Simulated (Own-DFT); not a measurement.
## Calculated data, GaP (zincblende, atoms displaced)

All values are calculated (Own-DFT development build). A calculation, not a measurement: plane-wave PBE density functional theory by an unreviewed code, no spin, of a simulated periodic cell, stress positive in tension, free energy of the whole cell less one offset for each atom, forces on such cells passed a denser k mesh, this cell's mesh not checked; offsets are fitted by least squares, one for each functional and potential file, so energies compare only between cells with the same atoms and settings and are not formation energies; the far tail of each file's local potential was reset to the Coulomb form; each entry is a single point on an unrelaxed cell, so the pressure reflects the starting lattice, mostly measured values (interpolated for alloys), from which strain is counted, and rises with the displacements; printed positions are rounded, which can move forces by about a meV/angstrom; the program, named Own-DFT, is a retired in-house code; no spin-orbit coupling; before rounding, a Quantum ESPRESSO 7.3.1 run of the same cell and cutoff gave forces within 1 meV/angstrom rms on each cell, which checks the program and not the settings.

Common to all runs: functional PBE; potential files PseudoDojo norm-conserving, scalar-relativistic, standard set; wave cutoff 42 hartree; occupations Fermi-Dirac; smearing width 0.1 eV; k mesh 2 x 3 x 3 centred on Gamma.

(1) GaP (zincblende, atoms displaced)

```
CELL_PARAMETERS angstrom
16.35150 0.00000 0.00000
0.00000 10.90100 0.00000
0.00000 0.00000 10.90100
ATOMIC_POSITIONS crystal
Ga 0.99903 0.99825 0.99585
Ga 0.99891 0.24864 0.25184
Ga 0.16606 0.99867 0.25084
Ga 0.16547 0.24702 0.99844
P 0.08284 0.12395 0.12552
P 0.08502 0.37484 0.37762
P 0.24801 0.12338 0.37284
P 0.25102 0.37769 0.12474
Ga 0.00182 0.99962 0.50196
Ga 0.99840 0.25075 0.75277
Ga 0.16637 0.00117 0.75155
Ga 0.16883 0.24967 0.49928
P 0.08204 0.12494 0.62347
P 0.08585 0.37784 0.87339
P 0.25200 0.12427 0.87531
P 0.24913 0.37719 0.62452
Ga 0.99917 0.50270 0.00150
Ga 0.00215 0.75216 0.25297
Ga 0.16873 0.50082 0.24759
Ga 0.16735 0.74910 0.99889
P 0.08444 0.62421 0.12277
P 0.08228 0.88032 0.37325
P 0.24958 0.62388 0.37359
P 0.25028 0.87487 0.12637
Ga 0.00106 0.49512 0.50129
Ga 0.00174 0.74910 0.74911
Ga 0.16487 0.50033 0.75017
Ga 0.16810 0.75192 0.50021
P 0.08444 0.62665 0.62580
P 0.08319 0.87800 0.87190
P 0.24989 0.62725 0.87390
P 0.25057 0.87591 0.62935
Ga 0.33103 0.00128 0.99927
Ga 0.33232 0.25073 0.25137
Ga 0.50077 0.99532 0.24938
Ga 0.50038 0.24845 0.00010
P 0.41633 0.12896 0.12758
P 0.41593 0.37702 0.37686
P 0.58145 0.12334 0.37455
P 0.58384 0.37564 0.12257
Ga 0.33450 0.99905 0.49806
Ga 0.33315 0.24880 0.75179
Ga 0.49860 0.99906 0.75376
Ga 0.49996 0.24774 0.49940
P 0.41512 0.12579 0.62361
P 0.41556 0.37699 0.87623
P 0.58337 0.12591 0.87609
P 0.58286 0.37588 0.62493
Ga 0.33354 0.49899 0.99889
Ga 0.33432 0.74684 0.24668
Ga 0.50050 0.50218 0.25153
Ga 0.49931 0.74840 0.00187
P 0.41640 0.62680 0.12558
P 0.41728 0.87615 0.37536
P 0.58414 0.62453 0.37384
P 0.58407 0.87485 0.12693
Ga 0.33201 0.49716 0.50271
Ga 0.33325 0.75266 0.74883
Ga 0.49973 0.50384 0.74677
Ga 0.50134 0.74638 0.50149
P 0.41512 0.62437 0.62782
P 0.41701 0.87464 0.87798
P 0.58414 0.62416 0.87652
P 0.58357 0.87556 0.62436
Ga 0.66664 0.00093 0.00243
Ga 0.66783 0.25155 0.25189
Ga 0.83255 0.99966 0.25302
Ga 0.83476 0.25110 0.00148
P 0.74982 0.12198 0.12527
P 0.75071 0.37499 0.37422
P 0.91571 0.12539 0.37425
P 0.91785 0.37478 0.12811
Ga 0.66642 0.99623 0.49581
Ga 0.66861 0.24743 0.75191
Ga 0.83501 0.99975 0.74836
Ga 0.83272 0.25021 0.49895
P 0.74845 0.12574 0.62272
P 0.74914 0.37400 0.87767
P 0.91436 0.12113 0.87462
P 0.91800 0.37703 0.62638
Ga 0.66697 0.50191 0.00146
Ga 0.66476 0.75041 0.24885
Ga 0.83257 0.50061 0.24934
Ga 0.83531 0.74898 0.00217
P 0.74891 0.62665 0.12578
P 0.75040 0.87774 0.37449
P 0.91776 0.62366 0.37383
P 0.91541 0.87773 0.12288
Ga 0.66734 0.49624 0.50115
Ga 0.66664 0.74977 0.74675
Ga 0.83163 0.50105 0.74867
Ga 0.83309 0.75315 0.50290
P 0.75159 0.62759 0.62810
P 0.75124 0.87293 0.87620
P 0.91774 0.62742 0.87728
P 0.91496 0.87700 0.62664
```

* free energy of cell above offsets: -53.494 eV
* pressure: 2.73 GPa
* stress xx: -2.74 GPa
* stress yy: -2.73 GPa
* stress zz: -2.73 GPa
* stress yz: -0.07 GPa
* stress xz: 0.36 GPa
* stress xy: 0.03 GPa

Force:
| element | x (eV/Å) | y (eV/Å) | z (eV/Å) |
| --- | --- | --- | --- |
| Ga | 0.126 | 0.193 | 0.358 |
| Ga | 0.416 | 0.136 | 0.076 |
| Ga | 0.079 | 0.161 | -0.41 |
| Ga | 0.268 | 0.332 | 0.233 |
| P | -0.176 | -0.047 | -0.198 |
| P | -0.015 | -0.097 | -0.548 |
| P | 0.438 | 0.043 | 0.237 |
| P | -0.209 | -0.553 | -0.182 |
| Ga | -0.627 | 0.129 | -0.148 |
| Ga | 0.217 | -0.132 | -0.017 |
| Ga | 0.034 | 0.255 | -0.252 |
| Ga | -0.267 | -0.078 | 0.161 |
| P | 0.377 | 0.343 | 0.387 |
| P | -0.716 | -0.422 | 0.446 |
| P | -0.583 | 0.146 | -0.133 |
| P | -0.036 | -0.47 | 0.448 |
| Ga | 0.18 | -0.361 | -0.142 |
| Ga | -0.355 | -0.173 | -0.588 |
| Ga | -0.416 | -0.126 | 0.177 |
| Ga | -0.14 | 0.337 | -0.018 |
| P | -0.101 | 0.31 | 0.392 |
| P | 0.332 | -0.605 | 0.517 |
| P | 0.249 | 0.223 | 0.261 |
| P | -0.14 | -0.057 | -0.147 |
| Ga | 0.072 | 0.637 | -0.104 |
| Ga | -0.306 | 0.231 | 0.044 |
| Ga | 0.496 | 0.32 | -0.148 |
| Ga | -0.112 | 0.085 | -0.13 |
| P | -0.18 | -0.158 | -0.41 |
| P | 0.125 | -0.472 | 0.356 |
| P | 0.154 | -0.289 | -0.057 |
| P | -0.082 | 0.24 | -0.634 |
| Ga | 0.565 | -0.086 | 0.488 |
| Ga | 0.016 | 0.178 | 0.046 |
| Ga | -0.307 | 0.566 | -0.031 |
| Ga | -0.198 | 0.327 | 0.014 |
| P | 0.041 | -0.639 | -0.199 |
| P | 0.156 | -0.209 | -0.102 |
| P | 0.359 | 0.095 | -0.134 |
| P | -0.101 | -0.007 | 0.45 |
| Ga | -0.374 | 0.093 | 0.142 |
| Ga | 0.051 | 0.412 | -0.247 |
| Ga | 0.134 | 0.184 | -0.371 |
| Ga | -0.06 | 0.279 | 0.058 |
| P | 0.235 | -0.162 | 0.299 |
| P | 0.475 | -0.254 | -0.346 |
| P | 0.01 | -0.268 | -0.082 |
| P | 0.075 | -0.369 | 0.198 |
| Ga | -0.117 | 0.419 | 0.071 |
| Ga | -0.182 | 0.458 | 0.577 |
| Ga | -0.111 | -0.32 | -0.263 |
| Ga | 0.313 | 0.14 | -0.101 |
| P | 0.159 | -0.558 | -0.209 |
| P | -0.027 | -0.661 | -0.048 |
| P | 0.157 | -0.072 | 0.365 |
| P | -0.2 | -0.071 | -0.479 |
| Ga | 0.143 | 0.432 | -0.263 |
| Ga | 0.147 | -0.176 | 0.397 |
| Ga | 0.085 | -0.396 | 0.547 |
| Ga | -0.277 | 0.229 | -0.062 |
| P | -0.028 | 0.247 | -0.496 |
| P | -0.206 | -0.012 | -0.031 |
| P | -0.158 | 0.242 | -0.283 |
| P | -0.184 | -0.028 | 0.12 |
| Ga | 0.065 | -0.274 | -0.376 |
| Ga | -0.321 | -0.309 | -0.297 |
| Ga | 0.21 | 0.149 | -0.443 |
| Ga | -0.164 | -0.217 | 0.076 |
| P | 0.147 | 0.553 | 0.209 |
| P | 0.031 | 0.116 | 0.132 |
| P | 0.172 | -0.202 | 0.375 |
| P | -0.113 | 0.119 | -0.299 |
| Ga | -0.193 | 0.525 | 0.335 |
| Ga | -0.346 | 0.312 | -0.173 |
| Ga | -0.85 | 0.076 | 0.113 |
| Ga | 0.205 | 0.085 | 0.229 |
| P | 0.238 | -0.342 | 0.05 |
| P | 0.289 | 0.202 | -0.158 |
| P | 0.333 | 0.671 | 0.089 |
| P | -0.512 | -0.324 | -0.008 |
| Ga | 0.007 | -0.152 | -0.077 |
| Ga | 0.405 | 0.056 | 0.302 |
| Ga | 0.078 | 0.113 | 0.007 |
| Ga | -0.322 | 0.122 | -0.069 |
| P | 0.237 | -0.054 | -0.013 |
| P | -0.105 | -0.767 | -0.039 |
| P | -0.103 | 0.204 | 0.399 |
| P | 0.364 | -0.259 | 0.56 |
| Ga | 0.112 | 0.46 | -0.001 |
| Ga | -0.064 | 0.198 | 0.577 |
| Ga | 0.374 | -0.128 | 0.528 |
| Ga | 0.16 | -0.289 | -0.455 |
| P | -0.379 | -0.325 | -0.643 |
| P | -0.209 | 0.213 | -0.141 |
| P | -0.159 | -0.319 | -0.401 |
| P | 0.723 | -0.309 | -0.239 |

(2) GaP (zincblende, atoms displaced)

```
CELL_PARAMETERS angstrom
16.35150 0.00000 0.00000
0.00000 10.90100 0.00000
0.00000 0.00000 10.90100
ATOMIC_POSITIONS crystal
Ga 0.99886 0.00427 0.00198
Ga 0.99854 0.24889 0.24960
Ga 0.16740 0.00103 0.24904
Ga 0.16713 0.25108 0.00040
P 0.08156 0.12707 0.12440
P 0.08307 0.37389 0.37350
P 0.25234 0.12622 0.37809
P 0.24828 0.37432 0.12444
Ga 0.00175 0.00018 0.50058
Ga 0.00100 0.24948 0.75190
Ga 0.16737 0.00019 0.75202
Ga 0.16643 0.24894 0.49951
P 0.08224 0.12314 0.62184
P 0.08356 0.37619 0.87454
P 0.25046 0.12559 0.87418
P 0.24837 0.37639 0.62372
Ga 0.00063 0.50029 0.99752
Ga 0.99887 0.75182 0.25281
Ga 0.16645 0.49828 0.25044
Ga 0.16969 0.74840 0.99983
P 0.08472 0.62589 0.12540
P 0.08225 0.87481 0.37518
P 0.24804 0.62615 0.37762
P 0.24850 0.87569 0.12545
Ga 0.99932 0.50150 0.50123
Ga 0.99753 0.74783 0.75249
Ga 0.16672 0.49946 0.75155
Ga 0.16764 0.75209 0.49872
P 0.08271 0.62432 0.62542
P 0.08429 0.87367 0.87678
P 0.25127 0.62438 0.87693
P 0.24921 0.87517 0.62290
Ga 0.33102 0.00264 0.99906
Ga 0.33525 0.25284 0.25250
Ga 0.50220 0.00183 0.24697
Ga 0.49885 0.24605 0.99639
P 0.41679 0.12336 0.12880
P 0.41606 0.37331 0.37638
P 0.58351 0.12581 0.37175
P 0.58494 0.37506 0.12525
Ga 0.33407 0.00112 0.49962
Ga 0.33173 0.25200 0.74678
Ga 0.50055 0.99968 0.75034
Ga 0.50052 0.24998 0.50214
P 0.41711 0.12449 0.62647
P 0.41538 0.37261 0.87640
P 0.58255 0.12622 0.87686
P 0.58623 0.37554 0.62198
Ga 0.33276 0.49785 0.00150
Ga 0.33248 0.74860 0.24962
Ga 0.50094 0.49981 0.25100
Ga 0.49819 0.75164 0.00327
P 0.41710 0.62406 0.12592
P 0.41687 0.87345 0.37648
P 0.58139 0.62458 0.37708
P 0.58470 0.87751 0.12743
Ga 0.33430 0.49693 0.49889
Ga 0.33331 0.75134 0.75222
Ga 0.50149 0.49775 0.74773
Ga 0.49975 0.74951 0.49806
P 0.41657 0.62474 0.62757
P 0.41620 0.87397 0.87414
P 0.58376 0.62362 0.87506
P 0.58145 0.87684 0.62356
Ga 0.66483 0.99870 0.00131
Ga 0.66555 0.24535 0.24921
Ga 0.83311 0.00097 0.24851
Ga 0.83255 0.25032 0.99752
P 0.74841 0.12376 0.12579
P 0.74746 0.37693 0.37377
P 0.91765 0.12427 0.37559
P 0.91951 0.37608 0.12338
Ga 0.66573 0.99966 0.49939
Ga 0.66645 0.25274 0.74955
Ga 0.83289 0.99870 0.75059
Ga 0.83329 0.24892 0.49800
P 0.75090 0.12374 0.62297
P 0.75035 0.37507 0.87437
P 0.91922 0.12309 0.87718
P 0.91751 0.37342 0.62603
Ga 0.66530 0.49761 0.99799
Ga 0.66474 0.74984 0.25190
Ga 0.83298 0.50038 0.25305
Ga 0.83078 0.74999 0.99859
P 0.74900 0.62420 0.12423
P 0.75032 0.87477 0.37570
P 0.91885 0.62659 0.37402
P 0.91634 0.87582 0.12159
Ga 0.66779 0.49988 0.50088
Ga 0.66724 0.74922 0.74867
Ga 0.83059 0.49909 0.74932
Ga 0.83312 0.74989 0.50297
P 0.75038 0.62232 0.62901
P 0.75063 0.87482 0.87639
P 0.91824 0.62485 0.87595
P 0.91639 0.87526 0.62483
```

* free energy of cell above offsets: -53.582 eV
* pressure: 2.71 GPa
* stress xx: -2.7 GPa
* stress yy: -2.73 GPa
* stress zz: -2.71 GPa
* stress yz: 0.13 GPa
* stress xz: 0 GPa
* stress xy: 0.06 GPa

Force:
| element | x (eV/Å) | y (eV/Å) | z (eV/Å) |
| --- | --- | --- | --- |
| Ga | 0.509 | -0.707 | -0.074 |
| Ga | 0.154 | 0.179 | 0.079 |
| Ga | -0.237 | 0.199 | 0.253 |
| Ga | -0.258 | -0.198 | -0.177 |
| P | 0.491 | -0.081 | 0.178 |
| P | -0.143 | 0.015 | 0.235 |
| P | -0.31 | -0.033 | -0.479 |
| P | 0.463 | -0.027 | 0.332 |
| Ga | -0.409 | -0.251 | -0.131 |
| Ga | 0.01 | -0.092 | -0.22 |
| Ga | -0.286 | -0.148 | -0.254 |
| Ga | -0.127 | 0.092 | -0.04 |
| P | 0.408 | 0.289 | 0.654 |
| P | 0.138 | -0.233 | 0.058 |
| P | -0.18 | 0.281 | -0.064 |
| P | 0.068 | -0.102 | 0.019 |
| Ga | 0.243 | 0.187 | 0.362 |
| Ga | 0.231 | 0.033 | -0.687 |
| Ga | -0.096 | 0.251 | 0.051 |
| Ga | -0.464 | 0.105 | 0.088 |
| P | -0.252 | -0.005 | 0.012 |
| P | 0.341 | 0.215 | -0.086 |
| P | 0.441 | -0.405 | -0.343 |
| P | 0.41 | -0.023 | -0.066 |
| Ga | 0.204 | -0.286 | -0.112 |
| Ga | 0.526 | 0.37 | -0.287 |
| Ga | -0.014 | 0.28 | -0.14 |
| Ga | -0.51 | -0.172 | 0.27 |
| P | 0.209 | 0.277 | 0.07 |
| P | -0.246 | 0.132 | -0.001 |
| P | 0.021 | -0.119 | -0.251 |
| P | 0.303 | 0.143 | 0.365 |
| Ga | 0.383 | -0.311 | 0.244 |
| Ga | -0.424 | -0.308 | -0.336 |
| Ga | -0.427 | -0.335 | 0.54 |
| Ga | -0.085 | 0.421 | 0.74 |
| P | -0.207 | 0.24 | -0.51 |
| P | 0.538 | 0.284 | -0.025 |
| P | -0.208 | -0.117 | 0.624 |
| P | -0.516 | -0.346 | -0.139 |
| Ga | 0.115 | -0.255 | 0.148 |
| Ga | 0.132 | -0.074 | 0.139 |
| Ga | -0.11 | 0.06 | 0.157 |
| Ga | 0.04 | -0.157 | -0.185 |
| P | -0.027 | 0.108 | -0.038 |
| P | 0.174 | 0.202 | -0.367 |
| P | 0.368 | -0.287 | -0.464 |
| P | -0.464 | -0.126 | 0.24 |
| Ga | 0.144 | 0.091 | 0 |
| Ga | -0.01 | 0.123 | 0.161 |
| Ga | -0.11 | -0.204 | -0.076 |
| Ga | 0.383 | -0.1 | -0.235 |
| P | -0.18 | -0.106 | 0.068 |
| P | 0.039 | 0.315 | -0.485 |
| P | 0.433 | -0.077 | -0.04 |
| P | -0.331 | -0.506 | -0.264 |
| Ga | -0.214 | 0.54 | 0.233 |
| Ga | -0.19 | -0.174 | -0.353 |
| Ga | -0.204 | 0.022 | 0.28 |
| Ga | -0.242 | -0.016 | 0.436 |
| P | -0.001 | -0.079 | -0.284 |
| P | 0.043 | 0.4 | 0.337 |
| P | -0.274 | 0.299 | 0.019 |
| P | 0.35 | -0.342 | 0.098 |
| Ga | 0.316 | 0.163 | -0.238 |
| Ga | 0.202 | 0.605 | -0.076 |
| Ga | 0.152 | -0.185 | 0.114 |
| Ga | 0.288 | -0.111 | 0.387 |
| P | 0.305 | 0.132 | -0.329 |
| P | 0.359 | -0.476 | 0.025 |
| P | -0.209 | -0.092 | -0.127 |
| P | -0.732 | -0.044 | 0.116 |
| Ga | 0.094 | 0.06 | -0.085 |
| Ga | 0.207 | -0.472 | -0.037 |
| Ga | 0.21 | 0.181 | 0.003 |
| Ga | 0.011 | 0.282 | 0.037 |
| P | -0.276 | 0.146 | 0.311 |
| P | -0.186 | -0.083 | 0.063 |
| P | -0.689 | 0.34 | -0.478 |
| P | -0.315 | 0.099 | -0.063 |
| Ga | 0.256 | 0.208 | 0.188 |
| Ga | 0.346 | -0.142 | -0.002 |
| Ga | 0.216 | 0.02 | -0.436 |
| Ga | 0.445 | -0.232 | 0.239 |
| P | -0.076 | -0.011 | 0.151 |
| P | -0.077 | -0.088 | -0.03 |
| P | -0.621 | -0.16 | 0.382 |
| P | -0.118 | -0.142 | 0.355 |
| Ga | -0.033 | 0.343 | -0.183 |
| Ga | -0.26 | 0.247 | 0.171 |
| Ga | 0.888 | -0.124 | 0.266 |
| Ga | 0.061 | -0.138 | -0.232 |
| P | -0.155 | 0.396 | -0.619 |
| P | -0.461 | 0.146 | -0.276 |
| P | -0.83 | -0.216 | -0.019 |
| P | 0.131 | -0.001 | 0.141 |

(3) GaP (zincblende, atoms displaced)

```
CELL_PARAMETERS angstrom
16.35150 0.00000 0.00000
0.00000 10.90100 0.00000
0.00000 0.00000 10.90100
ATOMIC_POSITIONS crystal
Ga 0.00044 0.00054 0.00176
Ga 0.99938 0.24763 0.24604
Ga 0.16800 0.00017 0.24869
Ga 0.16631 0.24705 0.99822
P 0.08382 0.12707 0.12365
P 0.08419 0.37642 0.37378
P 0.24813 0.12784 0.37525
P 0.24985 0.37723 0.12281
Ga 0.99939 0.99892 0.50050
Ga 0.99828 0.24843 0.74704
Ga 0.16480 0.00072 0.74978
Ga 0.16600 0.24794 0.49908
P 0.08417 0.12343 0.62426
P 0.08276 0.37398 0.87696
P 0.24825 0.12175 0.87655
P 0.24867 0.37499 0.62237
Ga 0.00092 0.50089 0.99906
Ga 0.99924 0.74917 0.25089
Ga 0.16753 0.50118 0.24953
Ga 0.16865 0.75228 0.00266
P 0.08545 0.62438 0.12371
P 0.08218 0.87544 0.37572
P 0.24837 0.62349 0.37579
P 0.25083 0.87585 0.12633
Ga 0.00160 0.49985 0.50223
Ga 0.99975 0.74936 0.74926
Ga 0.16655 0.50048 0.75233
Ga 0.16672 0.74851 0.50123
P 0.08436 0.62411 0.62657
P 0.08298 0.87217 0.87854
P 0.24850 0.62448 0.87772
P 0.25012 0.87519 0.62726
Ga 0.33215 0.99988 0.99849
Ga 0.33275 0.24950 0.24873
Ga 0.50141 0.00160 0.25072
Ga 0.49921 0.25001 0.99926
P 0.41566 0.12351 0.12636
P 0.41467 0.37264 0.37549
P 0.58486 0.12600 0.37608
P 0.58244 0.37553 0.12350
Ga 0.33256 0.99896 0.49990
Ga 0.33321 0.24595 0.75014
Ga 0.49999 0.99780 0.75111
Ga 0.49815 0.24984 0.49868
P 0.41776 0.12576 0.62370
P 0.41714 0.37725 0.87677
P 0.58253 0.12614 0.87361
P 0.58433 0.37397 0.62640
Ga 0.33369 0.49840 0.00236
Ga 0.33184 0.75241 0.24926
Ga 0.49997 0.50071 0.25232
Ga 0.50041 0.74794 0.99686
P 0.41646 0.62741 0.12825
P 0.41456 0.87639 0.37710
P 0.58233 0.62300 0.37458
P 0.58222 0.87733 0.12445
Ga 0.33213 0.49888 0.50217
Ga 0.33222 0.75029 0.74935
Ga 0.49930 0.50047 0.75094
Ga 0.49922 0.75137 0.50110
P 0.41810 0.62486 0.62520
P 0.41700 0.87386 0.87837
P 0.58427 0.62551 0.87220
P 0.58264 0.87244 0.62418
Ga 0.66664 0.00326 0.99916
Ga 0.66668 0.24890 0.25255
Ga 0.83176 0.00056 0.25086
Ga 0.83317 0.24918 0.00016
P 0.75007 0.12397 0.12608
P 0.74999 0.37836 0.37601
P 0.91715 0.12210 0.37394
P 0.91655 0.37783 0.12760
Ga 0.66637 0.99635 0.50130
Ga 0.66797 0.25205 0.75019
Ga 0.83347 0.99851 0.74824
Ga 0.83553 0.25142 0.49960
P 0.74871 0.12308 0.62326
P 0.75090 0.37406 0.87219
P 0.91748 0.12361 0.87444
P 0.91718 0.37615 0.62547
Ga 0.66603 0.50046 0.99834
Ga 0.66779 0.75128 0.24866
Ga 0.83384 0.49935 0.24922
Ga 0.83335 0.75191 0.00160
P 0.74890 0.62747 0.12631
P 0.75132 0.87389 0.37594
P 0.91720 0.62321 0.37672
P 0.91531 0.87208 0.12498
Ga 0.66691 0.49985 0.50248
Ga 0.66474 0.74967 0.74922
Ga 0.83565 0.50165 0.75104
Ga 0.83339 0.75062 0.49938
P 0.75134 0.62347 0.62389
P 0.75167 0.87359 0.87453
P 0.91530 0.62652 0.87701
P 0.91834 0.87474 0.62469
```

* free energy of cell above offsets: -53.758 eV
* pressure: 2.68 GPa
* stress xx: -2.68 GPa
* stress yy: -2.68 GPa
* stress zz: -2.69 GPa
* stress yz: 0.02 GPa
* stress xz: 0.01 GPa
* stress xy: 0.1 GPa

Force:
| element | x (eV/Å) | y (eV/Å) | z (eV/Å) |
| --- | --- | --- | --- |
| Ga | -0.122 | -0.215 | -0.04 |
| Ga | 0.091 | 0.347 | 0.502 |
| Ga | -0.372 | 0.072 | 0.261 |
| Ga | 0.115 | 0.493 | 0.146 |
| P | 0.038 | -0.421 | 0.139 |
| P | -0.267 | -0.347 | -0.038 |
| P | 0.389 | -0.45 | -0.117 |
| P | -0.142 | -0.534 | 0.225 |
| Ga | 0.178 | 0.086 | -0.075 |
| Ga | 0.365 | 0.09 | 0.286 |
| Ga | 0.008 | -0.433 | 0.228 |
| Ga | -0.182 | 0.391 | 0.009 |
| P | -0.339 | 0.178 | -0.036 |
| P | -0.062 | -0.162 | -0.446 |
| P | 0.216 | 0.215 | -0.351 |
| P | 0.037 | -0.26 | 0.627 |
| Ga | -0.122 | 0.025 | 0.163 |
| Ga | 0.184 | -0.168 | -0.092 |
| Ga | -0.122 | -0.175 | -0.055 |
| Ga | -0.194 | -0.196 | -0.083 |
| P | -0.331 | 0.249 | 0.198 |
| P | 0.326 | -0.084 | -0.149 |
| P | 0.429 | 0.27 | -0.033 |
| P | -0.078 | 0.153 | -0.175 |
| Ga | 0.01 | -0.036 | -0.232 |
| Ga | 0.092 | -0.072 | 0.232 |
| Ga | 0.009 | -0.263 | -0.028 |
| Ga | -0.07 | 0.246 | -0.068 |
| P | -0.136 | 0.096 | 0.063 |
| P | 0.023 | 0.283 | -0.309 |
| P | 0.461 | 0.086 | -0.134 |
| P | -0.222 | 0.073 | -0.226 |
| Ga | 0.266 | -0.051 | 0.281 |
| Ga | -0.168 | 0.102 | -0.054 |
| Ga | -0.261 | -0.09 | 0.167 |
| Ga | -0.036 | -0.083 | 0.176 |
| P | 0.093 | 0.103 | -0.241 |
| P | 0.141 | 0.344 | -0.1 |
| P | -0.265 | -0.24 | 0.168 |
| P | 0.133 | -0.107 | 0.25 |
| Ga | -0.162 | 0.376 | 0.115 |
| Ga | -0.078 | 0.465 | 0.031 |
| Ga | -0.069 | 0.11 | -0.1 |
| Ga | 0.438 | 0.159 | 0.095 |
| P | -0.192 | -0.421 | 0.216 |
| P | -0.281 | -0.356 | -0.268 |
| P | 0.16 | 0.015 | -0.001 |
| P | -0.39 | 0.087 | -0.161 |
| Ga | 0.103 | 0.467 | -0.106 |
| Ga | 0.128 | -0.284 | 0.427 |
| Ga | -0.227 | -0.275 | -0.181 |
| Ga | 0.081 | 0.034 | 0.494 |
| P | 0.045 | -0.196 | -0.294 |
| P | 0.398 | -0.08 | -0.32 |
| P | 0.334 | 0.468 | 0.25 |
| P | 0.238 | -0.27 | -0.123 |
| Ga | 0.219 | 0.166 | -0.187 |
| Ga | 0.205 | -0.244 | 0.305 |
| Ga | 0.218 | -0.148 | -0.144 |
| Ga | -0.036 | -0.26 | -0.388 |
| P | -0.431 | 0.002 | 0.024 |
| P | -0.237 | 0.053 | -0.469 |
| P | -0.214 | -0.172 | 0.241 |
| P | -0.012 | 0.27 | 0.164 |
| Ga | 0.005 | -0.325 | -0.102 |
| Ga | 0.128 | 0.407 | -0.279 |
| Ga | 0.243 | -0.255 | -0.114 |
| Ga | 0.165 | 0.121 | 0.042 |
| P | -0.066 | 0.271 | -0.056 |
| P | 0.071 | -0.408 | -0.074 |
| P | -0.007 | 0.328 | 0.045 |
| P | 0.058 | -0.349 | -0.573 |
| Ga | 0.017 | 0.138 | -0.185 |
| Ga | -0.149 | -0.398 | -0.127 |
| Ga | -0.006 | 0.125 | 0.052 |
| Ga | -0.356 | -0.17 | -0.097 |
| P | 0.343 | 0.243 | 0.106 |
| P | 0.085 | 0.272 | 0.397 |
| P | -0.206 | 0.013 | 0.047 |
| P | 0.031 | -0.043 | -0.05 |
| Ga | 0.223 | -0.066 | 0.095 |
| Ga | -0.473 | 0.055 | 0.249 |
| Ga | -0.243 | 0.353 | 0.225 |
| Ga | -0.25 | -0.278 | -0.075 |
| P | 0.265 | -0.409 | -0.32 |
| P | -0.324 | 0.095 | -0.065 |
| P | -0.039 | 0.072 | -0.053 |
| P | 0.277 | 0.556 | 0.264 |
| Ga | -0.163 | 0.065 | -0.153 |
| Ga | 0.654 | 0.012 | -0.105 |
| Ga | -0.265 | -0.086 | -0.06 |
| Ga | 0.232 | -0.197 | 0.123 |
| P | -0.137 | 0.296 | 0.276 |
| P | -0.493 | 0.196 | -0.046 |
| P | 0.33 | -0.033 | -0.064 |
| P | -0.299 | -0.085 | 0.018 |
